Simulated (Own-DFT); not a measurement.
# One host, several defects: B20 RuSi

The numbers are computed, not measured, by runs of the plane-wave DFT program Own-DFT (in-house, retired, unreviewed) at fixed positions, with no spin and no spin-orbit coupling.

Settings: PBE; PseudoDojo norm-conserving scalar-relativistic files; cutoff 50 hartree; 5 x 4 x 5 k mesh centred on Gamma; cold (Marzari-Vanderbilt) smearing of 0.2 eV.

Keep in mind (not all hold for every row): not probed for a lower state with spin; forces on such cells failed a check on a denser k mesh; stress not checked against mesh or cutoff.

All runs share one cell, with vectors in Å (4.709, 0.000, 4.709); (0.000, 9.417, 0.000); (-4.709, 0.000, 4.709) and a volume of 417.6 Å³. The atoms are randomly displaced, by u rms on each axis. The defect's site can differ from row to row.

| cell | formula | u (Å) | P (GPa) |
|---|---|---|---|
| no defect | Ru16Si16 | 0.0194 | 4.71 |
| no defect | Ru16Si16 | 0.0218 | 5.05 |
| no defect | Ru16Si16 | 0.0477 | 6.45 |
| one Ru vacancy | Ru15Si16 | 0.0329 | 2.81 |
| one Ru vacancy | Ru15Si16 | 0.0488 | 4.01 |
| one Ru vacancy | Ru15Si16 | 0.0500 | 4.37 |
| one Ru on a Si site | Ru17Si15 | 0.0311 | 8.69 |
| one Ru on a Si site | Ru17Si15 | 0.0312 | 8.55 |
| one Ru on a Si site | Ru17Si15 | 0.0479 | 10.22 |
| one Si vacancy | Ru16Si15 | 0.0292 | 1.80 |
| one Si vacancy | Ru16Si15 | 0.0324 | 2.60 |
| one Si vacancy | Ru16Si15 | 0.0499 | 2.79 |
| one Si on a Ru site | Ru15Si17 | 0.0290 | 5.14 |
| one Si on a Ru site | Ru15Si17 | 0.0317 | 5.58 |
| one Si on a Ru site | Ru15Si17 | 0.0466 | 6.98 |
| one Si on a Ru site | Ru15Si17 | 0.0494 | ? |

## Fit

P = P0 + c u² + a shift for each defect gives P0 = 4.45 GPa, c = 912 ± 124 GPa/Å² and a scatter of 0.34 GPa. The shifts, and each times the cell's volume:

- one Ru on a Si site: 3.42 ± 0.28 GPa, 8.9 eV
- one Si on a Ru site: 0.23 ± 0.28 GPa, 0.6 eV (not resolved)
- one Ru vacancy: -2.53 ± 0.30 GPa, -6.6 eV
- one Si vacancy: -3.39 ± 0.28 GPa, -8.8 eV

A positive shift means that the defect pushes the cell outwards. Shift times volume (160.2 GPa Å³ is 1 eV) depends little on the cell's size, so, taken for each site, it can be compared between cells at like pressure. The atoms around the defects weren't relaxed, which would change these numbers.

## Prediction

Question: what pressure belongs in the blank (one Si on a Ru site, u = 0.0494 Å)?

The fit gives 6.91 ± 0.41 GPa. The calculation gave 6.90 GPa.
